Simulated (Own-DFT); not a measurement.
# Strain and stress in wurtzite AlGaN with randomly placed atoms, 72 atoms (Al9Ga27N36)

These are calculations, not measurements. They come from Own-DFT, an in-house plane-wave density functional program, since retired, whose code no person has reviewed. Each row is one single-point run on a periodic cell that was not relaxed, without spin or spin-orbit coupling.

Settings of every run: PBE; PseudoDojo norm-conserving scalar-relativistic files (stringent for Ga); cutoff 96 hartree; 4 x 4 x 3 k mesh centred on Gamma; Gaussian smearing of 0.01 eV.

Known limits: forces on such cells passed a denser k mesh, each cell not checked; stress not checked against mesh or cutoff.

Unstrained cell vectors in Å: (9.509, 0.000, 0.000); (-4.755, 8.235, 0.000); (0.000, 0.000, 10.268). The unstrained cell has measured lattice constants (interpolated for alloys), not those of this functional. That, the random moves and any unrelaxed bonds set the pressure at no strain. Each run strains this cell uniformly, with the atoms carried along. Every atom was also moved at random, by a Gaussian of width 0.05 Å on each axis. The random placing of the alloy's atoms differs from row to row. Strain is the symmetric tensor, in per cent. Stress is positive in tension, and the pressure is minus a third of its trace.

| run | e_xx (%) | e_yy (%) | e_zz (%) | s_xx (GPa) | s_yy (GPa) | s_zz (GPa) | P (GPa) | E (meV/atom) |
|---|---|---|---|---|---|---|---|---|
| 1 | 1.50 | 1.50 | 0.00 | 2.10 | 1.51 | -6.33 | 0.91 | 0.0 |
| 2 | 3.00 | 3.00 | 0.00 | 6.41 | 7.83 | -3.63 | -3.54 | 26.1 |
| 3 | -2.75 | -2.75 | 0.00 | -23.63 | -25.87 | -12.03 | 20.51 | 98.0 |
| 4 | 2.75 | 2.75 | 0.00 | 6.62 | 5.78 | -3.13 | -3.09 | 17.1 |
| 5 | -2.25 | -2.25 | 0.00 | -21.85 | -18.15 | -12.30 | 17.43 | 66.9 |
| 6 | -0.50 | -0.50 | 0.00 | -11.95 | -9.94 | -7.14 | 9.68 | 48.1 |
| 7 | -1.75 | -1.75 | 0.00 | -17.21 | -15.94 | -10.53 | 14.56 | 38.0 |
| 8 | 2.50 | 2.50 | 0.00 | 4.73 | 6.10 | -4.50 | -2.11 | 13.5 |
| 9 | -1.50 | -1.50 | 0.00 | ? | ? | ? | ? | ? |

E is the free energy for each atom above the lowest run shown.

## Worked fit

The change of volume is close to e_xx + e_yy + e_zz. A straight line through the runs shown gives P = 8.19 - 206 x (fractional change of volume) GPa, with an error of 6 on the slope and a scatter of 0.83 GPa. The strain isn't the same on all axes and the cell isn't cubic, so the slope belongs to this path and is not the bulk modulus.

## Withheld run

Question: what pressure should run 9 give? Its volume changes by -2.98 %.

The line gives 14.3 GPa. The calculation gave 13.43 GPa.
